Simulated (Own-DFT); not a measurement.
# Device materials side by side: how hard are they to compress?

Source: density functional calculations with Own-DFT, an unreviewed in-house program that is no longer used. Nothing was measured or relaxed, and spin and spin-orbit coupling are left out.

Known weak points (not all hold for every row): forces on such cells moved up to 12 meV/angstrom on a denser k mesh; forces not confirmed at this smearing and k mesh; k mesh not checked against a denser one; forces on such cells passed a denser k mesh, each cell not checked; stress not checked against mesh or cutoff.

All runs are PBE with PseudoDojo norm-conserving files; cutoff and k mesh are each material's own. Every cell starts from measured lattice constants and was given uniform random strains and small random moves of its atoms. Each triple is the change of volume in per cent, the rms move u in Å and the pressure in GPa.

- 4H SiC (C36Si36), 10.36 Å³/atom unstrained: (-1.75, 0.047, 10.12); (-1.25, 0.048, 7.67); (-0.92, 0.046, 7.50); (-0.82, 0.050, 7.08); (0.81, 0.046, 3.31); (0.96, 0.051, 3.16); (2.19, 0.048, 0.81)
- wurtzite AlN (Al36N36), 10.45 Å³/atom unstrained: (-2.12, 0.053, 10.55); (-0.35, 0.046, 6.16); (0.09, 0.053, 6.11); (0.74, 0.049, 4.20); (1.40, 0.055, 2.84); (1.70, 0.050, 2.85); (1.93, 0.055, 2.19)
- wurtzite GaN (Ga36N36), 11.42 Å³/atom unstrained: (-2.72, 0.050, 13.87); (0.00, 0.048, 7.47); (0.26, 0.049, 7.09); (1.18, 0.049, 5.29); (1.27, 0.046, 4.91); (2.21, 0.048, 3.38); (3.15, 0.051, 1.86)
- diamond silicon (Si64), 20.02 Å³/atom unstrained: withheld
- zincblende GaAs (As32Ga32), 22.58 Å³/atom unstrained: (-2.35, 0.049, 6.06); (-1.35, 0.054, 5.22); (-0.11, 0.054, 4.20); (0.60, 0.049, 3.83); (1.20, 0.051, 3.10); (2.32, 0.050, 2.57); (3.25, 0.052, 1.80)
- zincblende InP (In48P48), 25.27 Å³/atom unstrained: (-1.71, 0.050, 4.90); (-1.59, 0.048, 4.92); (-1.35, 0.048, 4.59); (-0.17, 0.051, 3.70); (0.20, 0.052, 3.62); (1.74, 0.051, 2.48); (2.02, 0.046, 2.20)
- grey tin (Sn64), 34.15 Å³/atom unstrained: (-2.55, 0.050, 5.15); (-1.98, 0.047, 4.76); (-1.07, 0.050, 4.27); (0.70, 0.052, 3.33); (1.46, 0.051, 3.11); (1.47, 0.049, 3.01); (1.78, 0.048, 2.75)

## Worked fit

Fit a line to each set against the fractional change of volume; B is minus its slope, and u is nearly the same within a set. To take it to zero pressure, assume that B rises by 4 GPa for each GPa: B0 = B - 4 x (mean pressure). The bond length of an ideal tetrahedral crystal with the unstrained volume v is d = (√3/4)(8 v)^(1/3). Cohen's empirical rule reads B0 = (1971 - 220 L) d^(-3.5) GPa, with L = 0 for group IV crystals and SiC and 1 for III-V compounds.

| material | L | d (Å) | B (GPa) | mean P (GPa) | B0 (GPa) | rule (GPa) |
|---|---|---|---|---|---|---|
| 4H SiC (C36Si36) | 0 | 1.888 | 226 ± 14 | 5.7 | 203 ± 14 | 213 |
| wurtzite AlN (Al36N36) | 1 | 1.893 | 204 ± 11 | 5.0 | 184 ± 11 | 188 |
| wurtzite GaN (Ga36N36) | 1 | 1.950 | 206 ± 8 | 6.3 | 181 ± 8 | 169 |
| diamond silicon (Si64) | 0 | 2.352 | ? | ? | ? | 99 |
| zincblende GaAs (As32Ga32) | 1 | 2.448 | 75 ± 3 | 3.8 | 60 ± 3 | 76 |
| zincblende InP (In48P48) | 1 | 2.541 | 72 ± 2 | 3.8 | 57 ± 2 | 67 |
| grey tin (Sn64) | 0 | 2.810 | 52 ± 2 | 3.8 | 37 ± 2 | 53 |

A line through ln[B0/(1971 - 220 L)] against ln d has a slope of -4.3 ± 0.2 and a scatter of 7 %. Against the rule, B0 stands at 95 % for 4H SiC, 98 % for wurtzite AlN, 107 % for wurtzite GaN, 79 % for zincblende GaAs, 85 % for zincblende InP, 70 % for grey tin. PBE tends to make silicon and heavier crystals too soft, and the rule itself is only a guide.

## Prediction

Q: what B0 does the fitted trend give for diamond silicon (Si64)?

The straight line predicts 83 GPa. Its own runs give B = 103 ± 2 GPa at a mean pressure of 2.9 GPa, so B0 = 91 GPa.
